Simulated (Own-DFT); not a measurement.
## Calculated data, Hf36O71 (tetragonal hafnia with one neutral oxygen vacancy, atoms displaced)

A calculation, not a measurement: plane-wave PBE and HSE06 DFT by an unreviewed code, no spin, of a simulated cell at Gamma alone, so results move with cell size and shape, stress positive in tension, energies less offsets, not probed for a lower state with spin; hafnium file: forces about 75 meV/angstrom off all-electron values; oxygen file: force components 24 meV/angstrom off all-electron in a glass; k mesh not checked against a denser one; forces and stress are PBE's, HSE06 gives the energy alone, and its difference from PBE has offsets of its own; offsets are fitted by least squares, one for each functional and potential file, so energies compare only between cells with the same atoms and settings and are not formation energies; the far tail of each file's local potential was reset to the Coulomb form; each entry is a single point on an unrelaxed cell, so the pressure reflects the starting lattice, taken from the Materials Project, from which strain is counted, and rises with the displacements; printed positions are rounded, which can move forces by about a meV/angstrom; the program is a retired in-house code; no spin-orbit coupling. Program: Own-DFT development build.

## Hf36O71 (tetragonal hafnia with one neutral oxygen vacancy, atoms displaced)

```
Hf36O71
1.0
     10.7800     0.0000     0.0000
      0.0000    10.7800     0.0000
      0.0000     0.0000    10.4493
Hf O Hf O Hf O Hf O Hf O Hf O Hf O Hf O Hf O Hf O Hf O Hf O Hf O Hf O Hf O Hf O Hf O Hf O
2 4 2 4 2 4 2 4 2 3 2 4 2 4 2 4 2 4 2 4 2 4 2 4 2 4 2 4 2 4 2 4 2 4 2 4
Direct
  0.99909 0.99271 0.99326
  0.16014 0.16797 0.24327
  0.99803 0.16810 0.14931
  0.16301 0.00694 0.34499
  0.99771 0.14915 0.38076
  0.16653 0.99486 0.09179
  0.01355 0.01026 0.50350
  0.17819 0.17186 0.76576
  0.00122 0.16271 0.64139
  0.16832 0.00135 0.85438
  0.99302 0.15903 0.90136
  0.16627 0.98931 0.58533
  0.99967 0.33894 0.00268
  0.16737 0.49880 0.25117
  0.99044 0.50001 0.15459
  0.16352 0.33506 0.35110
  0.00610 0.50124 0.38589
  0.17122 0.33174 0.11043
  0.99848 0.33231 0.49190
  0.16788 0.50241 0.75264
  0.99477 0.49364 0.65085
  0.17859 0.33587 0.83408
  0.99964 0.48941 0.90773
  0.17122 0.31500 0.60143
  0.99713 0.66534 0.99784
  0.16124 0.83587 0.25051
  0.99961 0.83586 0.14524
  0.01224 0.82616 0.40164
  0.16707 0.67068 0.09654
  0.99210 0.66965 0.50228
  0.16307 0.82642 0.73004
  0.01704 0.84048 0.65642
  0.17788 0.67330 0.84918
  0.99019 0.83429 0.90129
  0.17179 0.67113 0.58501
  0.32049 0.00324 0.00256
  0.51058 0.18460 0.24009
  0.33647 0.16616 0.15731
  0.49794 0.99947 0.35048
  0.32801 0.15748 0.39663
  0.49417 0.98296 0.08489
  0.32912 0.99955 0.51068
  0.48981 0.15923 0.74872
  0.32928 0.15931 0.65664
  0.51148 0.99478 0.83774
  0.34034 0.16571 0.90886
  0.49580 0.00503 0.58844
  0.32924 0.33596 0.99531
  0.49019 0.49699 0.25925
  0.34530 0.50477 0.16069
  0.49906 0.33881 0.34395
  0.33676 0.50231 0.39814
  0.50949 0.33091 0.08812
  0.32665 0.33429 0.50552
  0.50205 0.49150 0.76774
  0.33569 0.50231 0.65558
  0.49372 0.34122 0.84426
  0.33788 0.50504 0.89667
  0.50407 0.32356 0.60000
  0.33165 0.67578 0.99412
  0.51125 0.82920 0.25407
  0.33373 0.84653 0.15726
  0.50193 0.66879 0.33760
  0.32833 0.83373 0.41458
  0.49366 0.67276 0.10815
  0.33842 0.66622 0.49330
  0.49807 0.83914 0.74167
  0.33014 0.83633 0.64790
  0.49614 0.66594 0.85582
  0.33500 0.83340 0.91960
  0.49643 0.67301 0.61173
  0.67787 0.98575 0.99755
  0.84224 0.16646 0.25579
  0.66790 0.16346 0.14615
  0.83722 0.01046 0.35431
  0.66098 0.17378 0.40759
  0.84812 0.00041 0.08774
  0.67509 0.00313 0.50187
  0.83417 0.15267 0.74911
  0.66943 0.17412 0.65025
  0.82389 0.99739 0.84917
  0.65647 0.17201 0.89957
  0.83184 0.99530 0.59932
  0.65979 0.32770 0.98668
  0.84105 0.48853 0.25352
  0.66552 0.50747 0.15925
  0.83272 0.33332 0.34416
  0.65560 0.49651 0.39634
  0.83511 0.33174 0.08873
  0.66551 0.34290 0.49961
  0.82660 0.49468 0.75024
  0.67297 0.50057 0.65194
  0.83990 0.32382 0.84618
  0.66479 0.51204 0.90081
  0.83274 0.32572 0.60002
  0.66603 0.66231 0.00144
  0.83660 0.82777 0.26426
  0.66274 0.83304 0.15025
  0.82944 0.66247 0.34171
  0.65764 0.82872 0.40352
  0.83649 0.66048 0.09737
  0.67560 0.66932 0.49776
  0.82611 0.82452 0.74348
  0.67086 0.83765 0.65542
  0.83773 0.66588 0.84860
  0.68102 0.82369 0.90724
  0.82286 0.66835 0.59833
```

It was run with first functional PBE, second functional HSE06, exact exchange share 0.25, screening 0.11 1/bohr, exchange divergence Gygi-Baldereschi, potential files PseudoDojo norm-conserving, scalar-relativistic, made for PBE, standard set, wave cutoff 48 hartree, occupations fixed and k mesh 1 x 1 x 1 centred on Gamma.

Results for Hf36O71 (tetragonal hafnia with one neutral oxygen vacancy, atoms displaced): PBE energy of cell above offsets -88.853 eV; HSE06 less PBE above offsets 0.521 eV; PBE pressure 5.46 GPa; PBE stress xx -4.79 GPa; PBE stress yy -6.18 GPa; PBE stress zz -5.4 GPa; PBE stress yz 2.19 GPa; PBE stress xz -0.29 GPa; PBE stress xy 0.11 GPa.

Force:
```tsv
element	x (eV/Å)	y (eV/Å)	z (eV/Å)
Hf	1.672	0.437	-0.024
Hf	2.244	-0.63	0.926
O	0.335	0.585	-0.409
O	-0.489	-1.528	-0.125
O	0.41	3.935	1.663
O	-2.262	0.813	1.792
Hf	-2.561	-0.594	-1.212
Hf	-2.616	-2.536	-1.734
O	0.541	-0.431	0.26
O	0.414	-0.291	-1.74
O	1.055	1.594	-0.525
O	0.398	0.23	2.83
Hf	-1.585	-3.248	0.95
Hf	0.313	1.336	-0.462
O	3.242	-0.527	-1.404
O	-0.247	-0.313	0.51
O	-0.439	0.222	2.451
O	-0.274	0.862	-2.056
Hf	0.225	-0.693	1.326
Hf	0.775	1.451	-1.014
O	1.023	0.661	-0.399
O	0.118	0.88	3.016
O	1.005	2.612	-1.494
O	-1.542	1.131	-0.604
Hf	-0.248	1.05	0.801
Hf	2.302	-0.171	-0.73
O	-0.686	-0.604	1.521
O	-1.24	0.51	0.398
O	-0.826	-0.887	0.379
Hf	2.591	-1.192	-1.083
Hf	5.509	0.535	4.944
O	-7.881	-0.774	-3.297
O	-1.449	-1.4	-1.216
O	0.368	-1.437	-0.84
O	-1.953	-0.619	0.401
Hf	3.181	-2.33	1.629
Hf	-1.479	-3.677	1.375
O	-0.349	0.508	-1.034
O	1.008	0.337	-1.043
O	-0.125	2.335	1.978
O	1.786	1.144	-0.629
Hf	2.276	0.421	-4.613
Hf	3.585	0.311	-0.406
O	-0.174	-0.115	-0.121
O	-0.076	0.672	-0.027
O	-0.259	1.496	-1.67
O	1.781	-0.195	2.049
Hf	1.291	0.492	1.795
Hf	3.883	2.794	-1.579
O	-4.216	-1.203	-2.306
O	-0.322	-1.787	1.234
O	-1.121	-0.909	0.869
O	-2.636	-0.018	0.642
Hf	1.692	-1.234	-1.501
Hf	-0.325	5.939	-3.787
O	-0.944	-0.876	-0.365
O	-0.053	-4.605	2.156
O	-1.01	-1.347	0.94
O	-1.62	0.619	-0.329
Hf	1.789	-0.774	2.559
Hf	-3.33	3.004	-1.832
O	-1.443	-0.907	1.438
O	-0.518	-1.288	3.134
O	-0.652	-0.548	-0.942
O	0.798	0.01	-1.906
Hf	1.16	0.9	0.67
Hf	-0.802	-2.498	0.611
O	1.061	0.378	1.06
O	0.351	0.896	-0.435
O	0.308	2.155	-2.744
O	1.343	-0.019	-2.071
Hf	-2.202	1.481	1.305
Hf	-1.552	-0.342	-2.519
O	1.368	-0.078	0.31
O	-1.404	-3.35	-0.079
O	0.551	-0.287	-0.643
O	-3.195	0.02	2.018
Hf	-2.757	1.65	-1.298
Hf	-0.134	1.962	-0.572
O	-0.453	-1.589	0.897
O	-0.17	-0.83	-0.642
O	0.018	-1.76	-0.627
O	1.75	-0.339	0.363
Hf	2.815	0.772	1.496
Hf	-3.391	2.205	-2.636
O	0.444	-0.396	-0.261
O	0.826	-1.222	1.777
O	1.261	1.556	1.664
O	-0.697	0.395	0.682
Hf	-0.344	-2.008	1.108
Hf	1.026	-1.228	1.044
O	-1.307	-0.373	-0.336
O	-0.646	1.359	-0.503
O	0.319	-3.416	-1.314
O	0.877	0.965	-1.571
Hf	-1.521	0.777	3.15
Hf	-0.042	1.508	-3.183
O	3.561	0.443	0.334
O	0.152	0.022	2.167
O	1.929	0.903	0.328
O	0.034	0.828	-0.18
Hf	-4.859	-1.708	-0.9
Hf	1.795	1.249	2.732
O	-1.739	0.099	-1.06
O	0.573	-1.318	-1.014
O	-0.042	0.328	-1.405
O	3.071	0.667	0.77
```
